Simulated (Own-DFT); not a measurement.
# Which arrangement is lower? As32Ga32, 64 atoms

Calculated results; nothing here was measured. They come from Own-DFT, an in-house plane-wave density functional program, since retired, whose code no person has reviewed. Each row is one single-point run on a periodic cell that was not relaxed, without spin or spin-orbit coupling.

Settings of every run: PBE; PseudoDojo norm-conserving scalar-relativistic files; cutoff 42 hartree; 3 x 3 x 3 k mesh centred on Gamma; Fermi-Dirac smearing of 0.1 eV.

Known limits, some of them of some rows only: not probed for a lower state with spin; forces on such cells failed a check on a denser k mesh; forces not confirmed at this smearing and k mesh; stress not checked against mesh or cutoff.

All cells hold the same atoms in the same cell, with vectors in Å (11.307, 0.000, 0.000); (0.000, 11.307, 0.000); (0.000, 0.000, 11.307). Every atom was moved at random from its ideal site; u is the rms move along one axis. The defect's site can differ from row to row. E is the free energy of the cell above the lowest run. The arrangements:

- A: zincblende GaAs
- B: zincblende GaAs, with one As on a Ga site and one Ga on an As site, 2.4 Å apart

| arrangement | u (Å) | E (eV) | P (GPa) |
|---|---|---|---|
| A | 0.0173 | 0.000 | 3.50 |
| A | 0.0195 | 0.077 | 3.51 |
| A | 0.0207 | 0.051 | 3.50 |
| A | 0.0489 | 1.943 | 3.89 |
| A | 0.0509 | 2.148 | 3.94 |
| A | 0.0513 | 2.253 | 3.97 |
| B | 0.0301 | 3.121 | 3.93 |
| B | 0.0313 | 3.166 | 3.91 |
| B | 0.0315 | 3.198 | 3.94 |
| B | 0.0483 | 4.767 | 4.32 |
| B | 0.0488 | 4.716 | 4.27 |
| B | 0.0519 | 5.154 | 4.35 |

Question: once the cost of the random moves is taken out, how do the arrangements rank?

## Worked answer

Fit E = a + b u², with one b for all and one a for each arrangement, and with residuals divided by u², since the noise grows with the moves. Then b = 997 eV/Å², the scatter at u = 0.04 Å is 0.12 eV, and against A:

- B: 2.55 ± 0.05 eV (higher)

These are energies of unrelaxed cells. Relaxing the atoms lowers the strained arrangements most, so the gaps would shrink and small ones could change sign.
